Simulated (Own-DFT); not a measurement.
SiC (4H silicon carbide, atoms displaced) (calculated)

All values are calculated (Own-DFT development build). A calculation, not a measurement: plane-wave PBE density functional theory by an unreviewed code, no spin, of a simulated periodic cell, stress positive in tension, free energy of the whole cell less one offset for each atom, forces on such cells passed a denser k mesh, this cell's mesh not checked; offsets are fitted by least squares, one for each functional and potential file, so energies compare only between cells with the same atoms and settings and are not formation energies; the far tail of each file's local potential was reset to the Coulomb form; each entry is a single point on an unrelaxed cell, so the pressure reflects the starting lattice, mostly measured values (interpolated for alloys), from which strain is counted, and rises with the displacements; printed positions are rounded, which can move forces by about a meV/angstrom; the program, named Own-DFT, is a retired in-house code; no spin-orbit coupling.

```xyz
32
Lattice="6.1654 0.0000 0.0000 -3.0827 5.3394 0.0000 0.0000 0.0000 10.0681" Properties=species:S:1:pos:R:3:force_x:R:1:force_y:R:1:force_z:R:1 formula=SiC functional=PBE potential_files=PseudoDojo_norm-conserving,scalar-relativistic,standard_set wave_cutoff=42 occupations=Fermi-Dirac smearing_width=0.1 hardware=one_NVIDIA_H100 k_mesh=5_x_5_x_3_centred_on_Gamma free_energy_of_cell_above_offsets=-4.565 pressure=3.8 stress_xx=-2.74 stress_yy=-4.34 stress_zz=-4.33 stress_yz=0.27 stress_xz=0.43 stress_xy=0.19 wall_time=122.7
Si    -3.0414     5.3353     4.1075      -0.82      0.243     -0.703
Si     0.0250     1.7755     1.5663     -0.744      0.793     -0.079
C      0.0259     0.0230     0.9298     -0.523     -0.187       0.62
C     -0.0583     1.7744     3.4205      1.459     -0.151      0.924
Si    -1.5298     2.7127     4.0755     -0.094     -1.386      0.684
Si    -1.4888     4.4733     1.5280     -2.245     -1.087      1.342
C      4.5909     2.7030     0.9445      0.949     -0.867     -0.405
C     -1.5072     4.4294     3.4653     -0.463      1.202     -0.492
Si     3.1102     0.0018     4.0693     -0.648     -0.012      1.269
Si     3.0626     1.7925     1.5933      0.428       0.21      0.174
C     -0.0457     5.3274     0.9934      2.323      1.104     -1.244
C      3.0938     1.7714     3.5177     -0.283      0.609     -1.086
Si     1.5510     2.7154     4.0719     -0.752     -2.185      0.958
Si     1.5468     4.4423     1.5969      0.145      0.947     -0.386
C      1.5608     2.7304     0.9574      -0.65     -1.437     -0.509
C      1.5016     4.4087     3.4649      1.507      1.479      0.054
Si     6.1251     0.0543     9.1498      0.851     -1.539     -0.928
Si     3.0637     3.5446     6.6078      0.786     -0.648      0.192
C      6.1596     0.0090     5.9926     -0.327     -1.109     -0.376
C      3.0446     3.5294     8.5130      0.297      0.957     -0.045
Si    -1.5277     2.6708     9.1020       -1.1      0.483      0.217
Si     4.6426     0.8493     6.6445     -0.875      1.291      -1.24
C      4.6395     2.6329     5.9547      0.172       0.81      0.805
C      4.5978     0.9038     8.4775      0.348     -0.289      1.255
Si    -0.0060     5.3264     9.1512      0.261      -0.03     -0.177
Si     0.0444     3.6172     6.6363     -0.936     -2.059     -1.401
C     -0.0254     5.3366     6.0322      0.846      0.197     -1.348
C      0.0064     3.5516     8.4592     -0.257      0.194      1.595
Si     1.4889     2.6169     9.1124      1.371       1.35      0.294
Si     1.5036     0.8209     6.6015      0.984      1.736       0.55
C      1.5479     2.6411     5.9959     -0.435      0.297     -0.566
C      1.5902     0.8935     8.5036     -1.574     -0.918       0.05
```

Units: wave_cutoff in hartree; smearing_width, free_energy_of_cell_above_offsets in eV; pressure, stress_xx, stress_yy, stress_zz, stress_yz, stress_xz, stress_xy in GPa; wall_time in s; force_x, force_y, force_z in eV/Å.
